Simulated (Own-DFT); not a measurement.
# Which defects push the lattice out? C11b WSi2

Source: density functional calculations with Own-DFT, an unreviewed in-house program that is no longer used. Nothing was measured or relaxed, and spin and spin-orbit coupling are left out.

All runs used: PBE; PseudoDojo norm-conserving scalar-relativistic files; cutoff 50 hartree; 5 x 5 x 5 k mesh centred on Gamma; cold (Marzari-Vanderbilt) smearing of 0.2 eV.

Known weak points: forces on such cells failed a check on a denser k mesh; stress not checked against mesh or cutoff.

All runs share one cell, with vectors in Å (-2.148, -5.953, 3.409); (-6.444, 2.976, 1.136); (-2.553, -2.948, -6.757) and a volume of 403.2 Å³. u is the rms random offset of the atoms per axis. The defect's site can differ from row to row.

```
              cell  formula   u (Å)  P (GPa)
         no defect  Si20W10  0.0193     4.29
         no defect  Si20W10  0.0444     5.69
         no defect  Si20W10  0.0509     6.02
one Si on a W site   Si21W9  0.0325     6.44
one Si on a W site   Si21W9  0.0469     6.52
one Si on a W site   Si21W9  0.0470     6.99
    one Si vacancy  Si19W10  0.0290     3.12
    one Si vacancy  Si19W10  0.0320        ?
    one Si vacancy  Si19W10  0.0504     4.39
    one Si vacancy  Si19W10  0.0520     3.93
     one W vacancy   Si20W9  0.0307     3.84
     one W vacancy   Si20W9  0.0508     4.50
     one W vacancy   Si20W9  0.0533     4.14
one W on a Si site  Si19W11  0.0298     9.77
one W on a Si site  Si19W11  0.0499    10.88
one W on a Si site  Si19W11  0.0607    12.89
```

## Worked fit

P = P0 + c u² + a shift for each defect gives P0 = 4.16 GPa, c = 714 ± 136 GPa/Å² and a scatter of 0.46 GPa. The shifts, and each times the cell's volume:

- one W on a Si site: 5.34 ± 0.39 GPa, 13.4 eV
- one Si on a W site: 1.19 ± 0.38 GPa, 3.0 eV
- one W vacancy: -1.51 ± 0.38 GPa, -3.8 eV
- one Si vacancy: -1.79 ± 0.38 GPa, -4.5 eV

A positive shift means that the defect pushes the cell outwards. Shift times volume (160.2 GPa Å³ is 1 eV) depends little on the cell's size, so, taken for each site, it can be compared between cells at like pressure. The atoms around the defects weren't relaxed, which would change these numbers.

## The run left out

Q: what pressure belongs in the blank (one Si vacancy, u = 0.0320 Å)?

The fit gives 3.10 ± 0.55 GPa. The hidden result is 3.47 GPa.
